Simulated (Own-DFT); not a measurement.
# A layer strained by its substrate: wurtzite GaN, 72 atoms (Ga36N36)

Source: density functional calculations with Own-DFT, an unreviewed in-house program that is no longer used. Nothing was measured or relaxed, and spin and spin-orbit coupling are left out.

Common settings: PBE; PseudoDojo norm-conserving scalar-relativistic files (stringent for Ga); cutoff 96 hartree; 4 x 4 x 3 k mesh centred on Gamma; Gaussian smearing of 0.01 eV.

Keep in mind: forces not confirmed at this smearing and k mesh; stress not checked against mesh or cutoff.

Unstrained cell vectors in Å: (9.567, 0.000, 0.000); (-4.784, 8.285, 0.000); (0.000, 0.000, 10.370). The unstrained cell has measured lattice constants (interpolated for alloys), not those of this functional. That, the random moves and any unrelaxed bonds set the pressure at no strain. Each run strains x and y alike by e, as a substrate would, and holds the height along z. All atoms carry random offsets, Gaussian with a width of 0.05 Å per axis. Stress is positive in tension.

```
e (%),u (Å),(s_xx + s_yy)/2 (GPa),s_zz (GPa)
-3.00,0.054,-25.82,-12.84
-2.75,0.048,-23.42,-12.13
-2.50,0.052,?,?
-1.75,0.050,-17.15,-9.61
-1.25,0.049,-13.80,-8.27
-0.75,0.047,-10.45,-8.77
-0.50,0.050,-8.31,-9.87
1.00,0.050,-1.76,-6.72
1.75,0.050,2.35,-6.57
2.50,0.051,4.30,-2.77
```

## Analysis

With e as a fraction, the in-plane stress is -6.2 + 530 e - 3986 e² GPa (errors 9 and 564, scatter 0.49), and s_zz is -7.8 + 149 e GPa (slope ± 20, scatter 1.10). At e = 0 the first slope is C11 + C12 and the second 2 C13, both with the ions held to the strained lattice and at the cell's own pressure. The term in e² is negative: the layer stiffens under compression and softens under tension. A free layer would change its height as e changes, and the in-plane slope would drop by 2 C13²/C33 to the biaxial modulus. At fixed height, a misfit of 1 % moves the in-plane stress by about 5.3 GPa and s_zz by 1.5 GPa.

## Prediction

Asked: what are the two stresses at e = -2.50 %?

From the fit: -22.0 and -11.6 GPa. The hidden result is -21.38 and -11.82 GPa.
